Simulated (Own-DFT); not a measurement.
# Computed records: GaN (wurtzite, strained, atoms displaced)

A calculation, not a measurement: plane-wave PBE density functional theory by an unreviewed code, no spin, of a simulated periodic cell, stress positive in tension, free energy of the whole cell less one offset for each atom, forces on such cells passed a denser k mesh, this cell's mesh not checked; offsets are fitted by least squares, one for each functional and potential file, so energies compare only between cells with the same atoms and settings and are not formation energies; the far tail of each file's local potential was reset to the Coulomb form; each entry is a single point on an unrelaxed cell, so the pressure reflects the starting lattice, mostly measured values (interpolated for alloys), from which strain is counted, and rises with the displacements; printed positions are rounded, which can move forces by about a meV/angstrom; the program, named Own-DFT, is a retired in-house code; no spin-orbit coupling. Program: Own-DFT development build.

Settings shared by all entries: functional PBE; potential files PseudoDojo norm-conserving, scalar-relativistic, standard set with the stringent files for Ga; wave cutoff 96 hartree; occupations Gaussian; smearing width 0.01 eV; k mesh 3 x 4 x 3 centred on Gamma.

```yaml
- entry: 1
  formula: GaN
  kind: "wurtzite, strained, atoms displaced"
  structure:
    cell_angstrom: [[12.756, 0.0, 0.0], [-4.7835, 8.2853, 0.0], [0.0, 0.0, 10.4478]]
    atoms_fractional:
      - [Ga, 0.08373, 0.20983, 0.99927]
      - [Ga, 0.16746, 0.1041, 0.25486]
      - ["N", 0.09367, 0.22757, 0.19014]
      - ["N", 0.16282, 0.1042, 0.43949]
      - [Ga, 0.08228, 0.21973, 0.50693]
      - [Ga, 0.16241, 0.10546, 0.74729]
      - ["N", 0.08699, 0.22623, 0.68975]
      - ["N", 0.16707, 0.10954, 0.93533]
      - [Ga, 0.09127, 0.55991, 0.99656]
      - [Ga, 0.16376, 0.43584, 0.26115]
      - ["N", 0.08525, 0.56879, 0.18828]
      - ["N", 0.16033, 0.44211, 0.43548]
      - [Ga, 0.08546, 0.55474, 0.49539]
      - [Ga, 0.16958, 0.44351, 0.74885]
      - ["N", 0.08571, 0.56435, 0.68773]
      - ["N", 0.16453, 0.45279, 0.94437]
      - [Ga, 0.08154, 0.88657, 0.99828]
      - [Ga, 0.16674, 0.77424, 0.26143]
      - ["N", 0.08634, 0.89133, 0.18943]
      - ["N", 0.16991, 0.77741, 0.42736]
      - [Ga, 0.07874, 0.89084, 0.50029]
      - [Ga, 0.16978, 0.78272, 0.74955]
      - ["N", 0.08238, 0.88058, 0.68153]
      - ["N", 0.16523, 0.78037, 0.94185]
      - [Ga, 0.32949, 0.22455, 0.99326]
      - [Ga, 0.41476, 0.12211, 0.24926]
      - ["N", 0.33149, 0.22302, 0.1822]
      - ["N", 0.41943, 0.11108, 0.42901]
      - [Ga, 0.33192, 0.21183, 0.50642]
      - [Ga, 0.41153, 0.10686, 0.74906]
      - ["N", 0.33514, 0.21775, 0.68258]
      - ["N", 0.42004, 0.10638, 0.93701]
      - [Ga, 0.3381, 0.55493, 0.99949]
      - [Ga, 0.41976, 0.44303, 0.24515]
      - ["N", 0.32808, 0.55503, 0.18464]
      - ["N", 0.42065, 0.45117, 0.43435]
      - [Ga, 0.32835, 0.54888, 0.50628]
      - [Ga, 0.41352, 0.44245, 0.7456]
      - ["N", 0.32565, 0.5597, 0.69004]
      - ["N", 0.41944, 0.45302, 0.93281]
      - [Ga, 0.32579, 0.88542, 0.99851]
      - [Ga, 0.4213, 0.77938, 0.24602]
      - ["N", 0.3365, 0.88536, 0.19123]
      - ["N", 0.41677, 0.78181, 0.44134]
      - [Ga, 0.32892, 0.88365, 0.50048]
      - [Ga, 0.41708, 0.77858, 0.75125]
      - ["N", 0.33025, 0.89117, 0.69522]
      - ["N", 0.4079, 0.77666, 0.93374]
      - [Ga, 0.58576, 0.22266, 0.00054]
      - [Ga, 0.6684, 0.11178, 0.24153]
      - ["N", 0.58696, 0.22044, 0.18311]
      - ["N", 0.66845, 0.11366, 0.43703]
      - [Ga, 0.58758, 0.22582, 0.4987]
      - [Ga, 0.66808, 0.11339, 0.74182]
      - ["N", 0.57522, 0.21747, 0.68534]
      - ["N", 0.66592, 0.11191, 0.9308]
      - [Ga, 0.5844, 0.55837, 0.00527]
      - [Ga, 0.67006, 0.44844, 0.25704]
      - ["N", 0.57712, 0.54855, 0.18859]
      - ["N", 0.66226, 0.44025, 0.43826]
      - [Ga, 0.58435, 0.55098, 0.50609]
      - [Ga, 0.66405, 0.43969, 0.75119]
      - ["N", 0.59104, 0.55331, 0.6859]
      - ["N", 0.66542, 0.44262, 0.9417]
      - [Ga, 0.57715, 0.88797, 0.00178]
      - [Ga, 0.66485, 0.78066, 0.24871]
      - ["N", 0.58647, 0.896, 0.18319]
      - ["N", 0.66328, 0.77161, 0.43226]
      - [Ga, 0.58833, 0.88923, 0.49955]
      - [Ga, 0.67681, 0.79202, 0.74761]
      - ["N", 0.57927, 0.88917, 0.68256]
      - ["N", 0.66972, 0.78325, 0.93944]
      - [Ga, 0.83059, 0.21084, 0.00011]
      - [Ga, 0.91704, 0.12377, 0.25531]
      - ["N", 0.82414, 0.22634, 0.19125]
      - ["N", 0.91773, 0.10905, 0.43605]
      - [Ga, 0.83454, 0.22008, 0.49531]
      - [Ga, 0.91688, 0.11047, 0.75184]
      - ["N", 0.82387, 0.21213, 0.69682]
      - ["N", 0.91348, 0.11432, 0.93749]
      - [Ga, 0.83089, 0.55457, 0.00099]
      - [Ga, 0.91243, 0.44091, 0.2458]
      - ["N", 0.83487, 0.55992, 0.1904]
      - ["N", 0.92383, 0.45816, 0.43593]
      - [Ga, 0.8406, 0.56872, 0.50572]
      - [Ga, 0.91495, 0.44058, 0.74585]
      - ["N", 0.82991, 0.56257, 0.68904]
      - ["N", 0.9141, 0.44146, 0.94013]
      - [Ga, 0.83542, 0.88949, 0.99975]
      - [Ga, 0.91866, 0.78284, 0.25811]
      - ["N", 0.82399, 0.88674, 0.19322]
      - ["N", 0.91783, 0.77144, 0.44392]
      - [Ga, 0.83446, 0.89199, 0.50101]
      - [Ga, 0.92274, 0.78305, 0.74152]
      - ["N", 0.82844, 0.89135, 0.68631]
      - ["N", 0.91143, 0.76871, 0.93969]
  results:
    "free_energy_of_cell_above_offsets [eV]": "-4.903"
    "pressure [GPa]": 5.5
    "stress_xx [GPa]": -6.03
    "stress_yy [GPa]": -5.45
    "stress_zz [GPa]": -5.01
    "stress_yz [GPa]": -0.09
    "stress_xz [GPa]": 0.83
    "stress_xy [GPa]": -0.61
    force_element: [Ga, Ga, "N", "N", Ga, Ga, "N", "N", Ga, Ga, "N", "N", Ga, Ga, "N", "N", Ga, Ga, "N", "N", Ga, Ga, "N", "N", Ga, Ga, "N", "N", Ga, Ga, "N", "N", Ga, Ga, "N", "N", Ga, Ga, "N", "N", Ga, Ga, "N", "N", Ga, Ga, "N", "N", Ga, Ga, "N", "N", Ga, Ga, "N", "N", Ga, Ga, "N", "N", Ga, Ga, "N", "N", Ga, Ga, "N", "N", Ga, Ga, "N", "N", Ga, Ga, "N", "N", Ga, Ga, "N", "N", Ga, Ga, "N", "N", Ga, Ga, "N", "N", Ga, Ga, "N", "N", Ga, Ga, "N", "N"]
    "force_x [eV/angstrom]": [-1.538, -0.179, -1.475, 0.051, 0.166, 0.9, -0.553, -0.213, -2.847, -0.205, 0.306, 1.363, -0.768, -2.116, 0.198, 2.943, -0.274, 0.505, -0.576, -1.053, 1.906, -0.23, -0.26, -0.546, 1.948, 1.782, -0.409, -0.543, 0.332, 1.141, -1.642, -1.539, -1.927, -2.111, 1.196, -0.656, 0.625, 0.805, 2.174, 0.468, 1.051, -0.826, -1.164, 0.615, 0.731, -0.322, 0.744, 1.314, -0.208, -2.032, -1.138, 0.501, -0.597, -2.627, 0.991, 0.223, 0.439, -0.133, 1.415, 1.21, -0.621, 0.325, -2.123, -0.413, 0.192, -0.605, 0.089, 0.811, -1.185, -2.668, 0.95, -0.513, -1.714, 0.696, 3.12, 0.118, -0.734, -0.482, 2.823, 2.314, 0.58, 0.6, -0.504, -0.689, -0.491, -0.215, 1.037, 0.437, -0.373, -0.158, 2.154, -1.303, -0.624, -1.398, 2.881, 0.355]
    "force_y [eV/angstrom]": [2.21, 0.807, -1.564, 1.081, 0.31, 0.146, -0.997, -0.597, 0.132, 1.941, -2.525, -0.84, 1.054, 0.671, -1.343, -2.547, -0.551, 0.907, -0.475, 0.235, -0.808, -1.008, 1.509, -0.057, 0.071, -1.579, 0.067, -0.04, 1.038, 0.421, 0.427, 0.762, 0.469, 0.012, -0.118, -1.288, 1.112, 0.815, -0.39, -1.17, 0.747, -0.37, 0.981, -0.916, 0.918, 0.53, -0.512, -0.143, -0.238, -0.553, 0.81, -0.278, -0.924, -1.24, 0.432, -0.569, -0.024, -0.642, 1.333, 1.105, 0.328, -0.238, 0.931, 0.354, 0.345, -1.062, -1.038, 0.56, -0.214, -2.384, -0.238, -0.344, 1.919, -0.984, -0.14, 0.419, 1.037, 0.491, 1.855, -1.095, -0.883, 2.062, 0.323, -1.713, -3.265, 0.694, -0.854, 0.015, -0.296, -0.257, 1.402, 2.408, -1.029, -0.921, 1.151, 1.913]
    "force_z [eV/angstrom]": [0.742, -0.635, -0.316, 0.507, -1.258, -0.058, 0.121, -0.859, 1.588, -2.982, -0.126, 2.095, 0.877, 1.724, -0.426, -1.784, 0.974, -4.529, -0.076, 5.025, -0.696, 0.931, 0.695, -1.386, 0.488, -1.115, -0.065, 1.809, -2.557, 0.975, 1.689, -0.082, 0.292, 0.881, 0.696, 0.933, -1.581, -0.081, -0.446, -0.172, 1.386, 0.912, -0.652, -0.236, -0.176, -0.229, -1.615, 0.629, -0.351, 1.763, 0.993, -0.365, -0.034, 1.306, -0.003, 0.59, -1.002, -1.28, -0.146, 0.393, -1.175, 0.655, 0.915, -0.599, -1.472, -0.019, 0.499, 1.089, -0.621, 1.224, 0.769, -0.346, -0.036, -1.631, -1.091, 1.0, 0.664, 0.023, -2.288, 0.013, 0.286, 0.224, 0.1, 0.358, -0.161, 1.027, 0.06, -0.331, 0.681, -1.365, -0.564, -0.774, -0.852, 1.694, -0.603, -1.05]
- entry: 2
  formula: GaN
  kind: "wurtzite, strained, atoms displaced"
  structure:
    cell_angstrom: [[12.756, 0.0, 0.0], [-4.7835, 8.2853, 0.0], [0.0, 0.0, 10.4478]]
    atoms_fractional:
      - [Ga, 0.09468, 0.2317, 0.99885]
      - [Ga, 0.16748, 0.1074, 0.25608]
      - ["N", 0.0826, 0.22318, 0.19424]
      - ["N", 0.16881, 0.10702, 0.4415]
      - [Ga, 0.07623, 0.22196, 0.49295]
      - [Ga, 0.15312, 0.10292, 0.74719]
      - ["N", 0.07352, 0.22459, 0.68688]
      - ["N", 0.16742, 0.10581, 0.9376]
      - [Ga, 0.08379, 0.55143, 0.99782]
      - [Ga, 0.15942, 0.44269, 0.25171]
      - ["N", 0.07864, 0.5593, 0.18931]
      - ["N", 0.16813, 0.45145, 0.44086]
      - [Ga, 0.09195, 0.56769, 0.50327]
      - [Ga, 0.16454, 0.45155, 0.75537]
      - ["N", 0.07904, 0.55804, 0.68947]
      - ["N", 0.17021, 0.44237, 0.94079]
      - [Ga, 0.08477, 0.88244, 0.00279]
      - [Ga, 0.17033, 0.78709, 0.25238]
      - ["N", 0.08179, 0.88675, 0.18486]
      - ["N", 0.16718, 0.77488, 0.44239]
      - [Ga, 0.08857, 0.88547, 0.49646]
      - [Ga, 0.16495, 0.78056, 0.74874]
      - ["N", 0.08453, 0.89011, 0.6788]
      - ["N", 0.16675, 0.7774, 0.93885]
      - [Ga, 0.32582, 0.21752, 0.99376]
      - [Ga, 0.42014, 0.11033, 0.24604]
      - ["N", 0.33821, 0.22032, 0.18533]
      - ["N", 0.41955, 0.10705, 0.44196]
      - [Ga, 0.33609, 0.22183, 0.50254]
      - [Ga, 0.41637, 0.11068, 0.74304]
      - ["N", 0.32994, 0.2137, 0.69347]
      - ["N", 0.4105, 0.1091, 0.9438]
      - [Ga, 0.32658, 0.54043, 0.99868]
      - [Ga, 0.41947, 0.44912, 0.25778]
      - ["N", 0.33452, 0.55597, 0.1855]
      - ["N", 0.4166, 0.44315, 0.44107]
      - [Ga, 0.33216, 0.55866, 0.4998]
      - [Ga, 0.4116, 0.45306, 0.74114]
      - ["N", 0.33014, 0.55147, 0.69139]
      - ["N", 0.42282, 0.44245, 0.9355]
      - [Ga, 0.32978, 0.89292, 0.00261]
      - [Ga, 0.41096, 0.76964, 0.24502]
      - ["N", 0.33436, 0.89887, 0.18731]
      - ["N", 0.42216, 0.78364, 0.4374]
      - [Ga, 0.33759, 0.90144, 0.49855]
      - [Ga, 0.41112, 0.77326, 0.75456]
      - ["N", 0.339, 0.89916, 0.68993]
      - ["N", 0.42256, 0.77664, 0.94236]
      - [Ga, 0.58197, 0.22216, 0.00078]
      - [Ga, 0.67039, 0.11166, 0.25393]
      - ["N", 0.582, 0.21427, 0.19723]
      - ["N", 0.66595, 0.10593, 0.43472]
      - [Ga, 0.58935, 0.2241, 0.49833]
      - [Ga, 0.66851, 0.1104, 0.75295]
      - ["N", 0.57828, 0.21463, 0.68352]
      - ["N", 0.66638, 0.10766, 0.93717]
      - [Ga, 0.58296, 0.56128, 0.00394]
      - [Ga, 0.66967, 0.44785, 0.26021]
      - ["N", 0.58302, 0.56212, 0.18589]
      - ["N", 0.66831, 0.45199, 0.44154]
      - [Ga, 0.58141, 0.5528, 0.50772]
      - [Ga, 0.66791, 0.44371, 0.75]
      - ["N", 0.5815, 0.55576, 0.68326]
      - ["N", 0.65868, 0.44264, 0.94019]
      - [Ga, 0.59139, 0.88777, 0.00011]
      - [Ga, 0.66488, 0.77887, 0.247]
      - ["N", 0.58498, 0.89246, 0.18319]
      - ["N", 0.66068, 0.77589, 0.44349]
      - [Ga, 0.57324, 0.88837, 0.49783]
      - [Ga, 0.65882, 0.77921, 0.75059]
      - ["N", 0.57977, 0.87195, 0.69269]
      - ["N", 0.66074, 0.76935, 0.93856]
      - [Ga, 0.83561, 0.2274, 0.99774]
      - [Ga, 0.91487, 0.0972, 0.25421]
      - ["N", 0.83012, 0.20956, 0.18343]
      - ["N", 0.9147, 0.11266, 0.42992]
      - [Ga, 0.83957, 0.21323, 0.49538]
      - [Ga, 0.91755, 0.11216, 0.74997]
      - ["N", 0.8286, 0.21781, 0.69405]
      - ["N", 0.9145, 0.11784, 0.92492]
      - [Ga, 0.83411, 0.55532, 0.99379]
      - [Ga, 0.91452, 0.45337, 0.25642]
      - ["N", 0.8306, 0.54401, 0.18721]
      - ["N", 0.91747, 0.44508, 0.43341]
      - [Ga, 0.83512, 0.55841, 0.49564]
      - [Ga, 0.92024, 0.44103, 0.75623]
      - ["N", 0.83507, 0.55504, 0.6871]
      - ["N", 0.91434, 0.45051, 0.93698]
      - [Ga, 0.83749, 0.87824, 0.99793]
      - [Ga, 0.91496, 0.77395, 0.24081]
      - ["N", 0.83203, 0.88051, 0.1919]
      - ["N", 0.91068, 0.76795, 0.44853]
      - [Ga, 0.82817, 0.88382, 0.50594]
      - [Ga, 0.92083, 0.77524, 0.74741]
      - ["N", 0.84102, 0.90221, 0.69694]
      - ["N", 0.92022, 0.78344, 0.93387]
  results:
    "free_energy_of_cell_above_offsets [eV]": "-4.636"
    "pressure [GPa]": 5.75
    "stress_xx [GPa]": -6.58
    "stress_yy [GPa]": -6.55
    "stress_zz [GPa]": -4.12
    "stress_yz [GPa]": 0.11
    "stress_xz [GPa]": 0.05
    "stress_xy [GPa]": 0.48
    force_element: [Ga, Ga, "N", "N", Ga, Ga, "N", "N", Ga, Ga, "N", "N", Ga, Ga, "N", "N", Ga, Ga, "N", "N", Ga, Ga, "N", "N", Ga, Ga, "N", "N", Ga, Ga, "N", "N", Ga, Ga, "N", "N", Ga, Ga, "N", "N", Ga, Ga, "N", "N", Ga, Ga, "N", "N", Ga, Ga, "N", "N", Ga, Ga, "N", "N", Ga, Ga, "N", "N", Ga, Ga, "N", "N", Ga, Ga, "N", "N", Ga, Ga, "N", "N", Ga, Ga, "N", "N", Ga, Ga, "N", "N", Ga, Ga, "N", "N", Ga, Ga, "N", "N", Ga, Ga, "N", "N", Ga, Ga, "N", "N"]
    "force_x [eV/angstrom]": [-1.594, 0.367, 0.574, -0.845, 1.505, 1.038, 1.988, -1.695, -0.671, 0.493, 0.864, -0.014, -1.102, 0.344, 1.138, -1.67, -0.558, 0.188, -0.083, 0.735, -1.937, 0.677, -0.027, 0.08, 1.877, -0.56, -1.372, -0.483, -0.03, -0.067, -1.432, 1.084, 2.585, 0.008, -0.817, -0.447, 0.59, 2.913, -2.24, -1.86, 1.707, 0.538, 0.241, -2.829, 0.557, 0.57, -0.491, -1.531, -0.145, -0.149, 0.511, 0.529, -0.202, -1.069, 1.1, -0.343, -0.008, -0.988, 0.717, 0.159, -0.073, -0.63, 0.269, 1.482, -1.533, -0.371, -0.315, 0.426, 3.008, 3.578, -3.266, 1.858, -0.122, -0.828, 0.619, 1.65, -3.213, -1.205, 0.858, 1.445, -1.583, 1.731, -1.329, 0.515, 0.371, -1.682, 0.081, 1.637, -2.558, 0.381, -0.105, 0.613, 0.011, -1.076, -0.4, 1.34]
    "force_y [eV/angstrom]": [-2.75, 0.956, -0.546, 0.457, 0.28, 1.263, 1.018, -0.443, 0.583, 0.723, 0.201, -0.698, -2.195, -1.051, 0.356, 0.517, 0.708, -1.003, 0.228, 1.409, 0.113, 0.648, -0.452, -0.817, 1.253, 0.813, 0.503, 2.095, -0.211, 0.932, 1.201, 0.255, 2.403, -0.837, -1.199, 0.089, 0.091, -2.24, 1.108, -0.257, -0.48, 1.683, -2.073, -1.684, -2.138, 0.859, -2.613, -0.481, -0.627, -0.463, 1.745, 0.734, 0.03, -0.933, 0.95, 0.748, -1.418, -0.664, -0.92, -0.962, 0.785, -0.217, -0.232, 0.398, 0.467, 0.109, -0.584, 0.294, 0.56, -1.312, 2.712, 1.186, -0.969, 1.225, 1.256, -1.676, 1.727, 0.475, 0.84, -0.412, 0.0, -2.064, 1.608, -0.195, -1.787, -0.346, -0.389, -0.488, 2.008, -0.816, 0.201, 2.767, -0.102, 0.293, -2.87, -1.248]
    "force_z [eV/angstrom]": [0.705, -0.926, -0.71, -0.227, 1.035, -0.107, -0.758, -0.511, 0.983, -0.112, -0.373, -0.343, -0.035, -1.111, 0.126, -0.873, -0.576, -0.281, 0.936, -1.147, 0.098, 0.209, 1.182, -0.578, 0.781, 1.006, 0.602, -1.199, 0.407, 2.027, -0.844, -1.173, 0.386, -1.317, 0.541, 0.347, 0.114, 1.765, -1.137, -0.393, -0.539, -0.066, 0.411, -0.869, 0.869, 0.461, -0.641, -0.047, 0.493, -1.173, -0.973, 1.195, -0.013, -0.341, 0.524, 0.248, -0.284, -1.608, 1.189, 0.17, -1.509, -0.093, 1.885, -0.35, 0.099, 1.123, 0.995, -0.741, 1.401, 0.78, -1.604, -0.481, 0.439, -2.325, 0.672, 1.213, 1.383, -0.201, -1.648, 3.349, 0.734, -1.22, -0.866, 1.85, 1.442, -1.372, 0.31, 0.288, -0.052, 1.688, -1.155, -2.034, 0.188, -0.595, -1.32, 0.201]
- entry: 3
  formula: GaN
  kind: "wurtzite, strained, atoms displaced"
  structure:
    cell_angstrom: [[12.756, 0.0, 0.0], [-4.7835, 8.2853, 0.0], [0.0, 0.0, 10.4478]]
    atoms_fractional:
      - [Ga, 0.08357, 0.22006, 0.01008]
      - [Ga, 0.17288, 0.12062, 0.23785]
      - ["N", 0.08324, 0.21946, 0.1799]
      - ["N", 0.17354, 0.11325, 0.43473]
      - [Ga, 0.08164, 0.21912, 0.50057]
      - [Ga, 0.1609, 0.10196, 0.75022]
      - ["N", 0.08506, 0.2368, 0.68515]
      - ["N", 0.16421, 0.10575, 0.93485]
      - [Ga, 0.08524, 0.55524, 0.99743]
      - [Ga, 0.1676, 0.44661, 0.2474]
      - ["N", 0.0786, 0.55438, 0.18318]
      - ["N", 0.16312, 0.44059, 0.4343]
      - [Ga, 0.07651, 0.55625, 0.49914]
      - [Ga, 0.16719, 0.44437, 0.74773]
      - ["N", 0.0831, 0.55475, 0.68794]
      - ["N", 0.16927, 0.44707, 0.93921]
      - [Ga, 0.07462, 0.88709, 0.99559]
      - [Ga, 0.16791, 0.77642, 0.25318]
      - ["N", 0.08716, 0.89129, 0.18884]
      - ["N", 0.16246, 0.7768, 0.44048]
      - [Ga, 0.07771, 0.88026, 0.50181]
      - [Ga, 0.16438, 0.77511, 0.74207]
      - ["N", 0.08135, 0.88791, 0.69279]
      - ["N", 0.1663, 0.7824, 0.9436]
      - [Ga, 0.32587, 0.22321, 0.00507]
      - [Ga, 0.41749, 0.11001, 0.24332]
      - ["N", 0.33119, 0.22161, 0.18181]
      - ["N", 0.42533, 0.12014, 0.44166]
      - [Ga, 0.33424, 0.2285, 0.49525]
      - [Ga, 0.41117, 0.11359, 0.75123]
      - ["N", 0.33325, 0.22203, 0.68984]
      - ["N", 0.42002, 0.10975, 0.93521]
      - [Ga, 0.32888, 0.54903, 0.99992]
      - [Ga, 0.4187, 0.44877, 0.24859]
      - ["N", 0.33321, 0.55058, 0.18329]
      - ["N", 0.41327, 0.44417, 0.44918]
      - [Ga, 0.33086, 0.54947, 0.50272]
      - [Ga, 0.41723, 0.44574, 0.7498]
      - ["N", 0.32804, 0.54435, 0.67766]
      - ["N", 0.41364, 0.43584, 0.94241]
      - [Ga, 0.34524, 0.89341, 0.99233]
      - [Ga, 0.41771, 0.76877, 0.24756]
      - ["N", 0.33957, 0.8991, 0.19406]
      - ["N", 0.4238, 0.7831, 0.4349]
      - [Ga, 0.33434, 0.89308, 0.50199]
      - [Ga, 0.41826, 0.7747, 0.75552]
      - ["N", 0.34198, 0.89689, 0.67742]
      - ["N", 0.41713, 0.77526, 0.94199]
      - [Ga, 0.58289, 0.21804, 0.99955]
      - [Ga, 0.66102, 0.10208, 0.24618]
      - ["N", 0.58168, 0.21478, 0.19653]
      - ["N", 0.67018, 0.11075, 0.43777]
      - [Ga, 0.59295, 0.2258, 0.49678]
      - [Ga, 0.66582, 0.10787, 0.74614]
      - ["N", 0.58549, 0.22738, 0.69027]
      - ["N", 0.66288, 0.10889, 0.93941]
      - [Ga, 0.58511, 0.55306, 0.00163]
      - [Ga, 0.6708, 0.44981, 0.25635]
      - ["N", 0.58797, 0.55331, 0.18637]
      - ["N", 0.66491, 0.44706, 0.4417]
      - [Ga, 0.58354, 0.5553, 0.50391]
      - [Ga, 0.66716, 0.45256, 0.74819]
      - ["N", 0.59016, 0.56233, 0.68956]
      - ["N", 0.66523, 0.44878, 0.94976]
      - [Ga, 0.58289, 0.89907, 0.00106]
      - [Ga, 0.66862, 0.77409, 0.24709]
      - ["N", 0.58356, 0.89233, 0.19027]
      - ["N", 0.67132, 0.78965, 0.43792]
      - [Ga, 0.58179, 0.88259, 0.50733]
      - [Ga, 0.66199, 0.7814, 0.75564]
      - ["N", 0.57703, 0.88556, 0.68301]
      - ["N", 0.66959, 0.78268, 0.93907]
      - [Ga, 0.83116, 0.22279, 0.00792]
      - [Ga, 0.91176, 0.10551, 0.24777]
      - ["N", 0.8352, 0.23106, 0.18644]
      - ["N", 0.91748, 0.10762, 0.43822]
      - [Ga, 0.83753, 0.22867, 0.51195]
      - [Ga, 0.90654, 0.09926, 0.75817]
      - ["N", 0.8227, 0.21953, 0.69027]
      - ["N", 0.91646, 0.11517, 0.93972]
      - [Ga, 0.83221, 0.55376, 0.00318]
      - [Ga, 0.91165, 0.44838, 0.2439]
      - ["N", 0.8288, 0.54412, 0.18856]
      - ["N", 0.92655, 0.45473, 0.43987]
      - [Ga, 0.82313, 0.54814, 0.51099]
      - [Ga, 0.92592, 0.44614, 0.75401]
      - ["N", 0.83762, 0.55585, 0.69042]
      - ["N", 0.91478, 0.44989, 0.94212]
      - [Ga, 0.82995, 0.87788, 0.00276]
      - [Ga, 0.91442, 0.77336, 0.24782]
      - ["N", 0.82706, 0.8862, 0.18711]
      - ["N", 0.91459, 0.77775, 0.43522]
      - [Ga, 0.8278, 0.88749, 0.49881]
      - [Ga, 0.91641, 0.77693, 0.75312]
      - ["N", 0.83037, 0.88499, 0.68017]
      - ["N", 0.92049, 0.77408, 0.93824]
  results:
    "free_energy_of_cell_above_offsets [eV]": "-4.978"
    "pressure [GPa]": 5.61
    "stress_xx [GPa]": -6.43
    "stress_yy [GPa]": -5.46
    "stress_zz [GPa]": -4.94
    "stress_yz [GPa]": -0.56
    "stress_xz [GPa]": -0.38
    "stress_xy [GPa]": -0.6
    force_element: [Ga, Ga, "N", "N", Ga, Ga, "N", "N", Ga, Ga, "N", "N", Ga, Ga, "N", "N", Ga, Ga, "N", "N", Ga, Ga, "N", "N", Ga, Ga, "N", "N", Ga, Ga, "N", "N", Ga, Ga, "N", "N", Ga, Ga, "N", "N", Ga, Ga, "N", "N", Ga, Ga, "N", "N", Ga, Ga, "N", "N", Ga, Ga, "N", "N", Ga, Ga, "N", "N", Ga, Ga, "N", "N", Ga, Ga, "N", "N", Ga, Ga, "N", "N", Ga, Ga, "N", "N", Ga, Ga, "N", "N", Ga, Ga, "N", "N", Ga, Ga, "N", "N", Ga, Ga, "N", "N", Ga, Ga, "N", "N"]
    "force_x [eV/angstrom]": [-0.367, -0.802, -0.693, -1.328, 0.6, -0.067, -0.154, -0.652, -0.528, -0.879, 0.837, 0.077, 2.97, 0.038, 0.523, -0.461, 2.936, -0.003, -1.008, 1.013, -0.263, 1.046, -0.143, 0.932, 1.351, -0.396, 1.28, -0.852, 1.067, 1.529, -1.006, -0.891, 0.872, 0.538, -0.204, 1.38, -1.245, 0.094, 0.448, 0.036, -2.908, -0.93, 0.153, -1.049, 0.504, -1.232, -0.69, 0.905, -0.613, 0.808, -0.015, 0.569, -1.091, -2.026, -0.136, 0.881, -1.506, -0.402, -1.013, 0.183, -0.656, 1.283, -1.511, 1.286, 1.057, -1.543, 0.772, -0.654, -0.324, 0.941, 0.815, -0.968, 0.138, 0.139, 0.032, -0.634, 0.124, 0.679, 2.451, 0.149, -0.326, 2.424, -1.226, -3.594, 1.793, -1.872, -0.296, 0.999, 0.215, 0.685, 1.507, -0.387, 1.583, -0.492, -0.083, -2.523]
    "force_y [eV/angstrom]": [0.177, -1.847, 0.358, -0.627, 0.037, 2.21, -3.009, 0.588, 0.833, -0.357, 0.165, 0.625, 0.681, 0.497, 0.232, -0.834, 0.584, 0.411, -0.306, 0.175, 1.424, 0.817, -0.525, -0.224, -1.146, 0.959, 1.14, -0.324, -1.685, 0.055, 0.254, 0.631, 0.431, -0.709, 0.267, 1.072, 1.271, -0.683, 1.505, 1.549, -0.25, 1.338, -2.765, -1.275, 0.219, -0.318, -1.237, -0.741, 1.038, 1.567, 1.714, 0.059, -0.938, 0.201, -0.04, 0.784, 0.53, -1.643, 0.176, 0.086, 0.806, -1.312, 0.095, -0.909, -1.5, 0.203, -1.856, -2.267, 1.105, -0.029, 0.098, -0.596, 0.237, 1.082, -1.57, 0.536, -0.459, 1.297, 0.745, -0.849, -0.073, -0.65, 2.162, -2.105, 1.3, -0.717, -0.046, -1.012, 1.359, 0.613, 0.007, -0.713, 0.547, -0.185, 0.042, -0.568]
    "force_z [eV/angstrom]": [-3.858, 2.211, 2.946, -0.185, -0.547, -0.412, 0.524, 0.512, 0.209, 0.394, 0.656, 0.105, 0.371, 0.72, -0.269, -0.59, 1.53, -0.727, -0.467, 0.044, -0.629, 1.444, -1.0, -1.33, -1.838, 1.968, 1.235, -0.832, 1.047, -0.625, -0.33, 0.512, -0.286, 0.691, 0.515, -2.194, -1.9, 0.142, 2.93, -0.831, 1.579, 0.744, -1.345, 0.249, -2.163, -1.251, 2.842, -0.78, 0.659, 1.697, -1.392, 0.225, 0.759, 0.819, -0.089, -0.734, -0.118, -0.362, 0.768, -0.354, -0.395, 1.225, 0.135, -1.739, 0.666, 0.921, -1.121, -0.654, -2.26, -0.778, 2.172, 0.23, -1.531, 0.695, 0.941, -0.293, -2.476, -1.3, 0.835, 0.706, -0.302, 1.84, -0.398, -0.845, -1.477, 0.423, 0.89, -0.583, -0.508, 0.478, -0.309, 0.468, -0.395, -0.69, 1.993, -0.175]
```
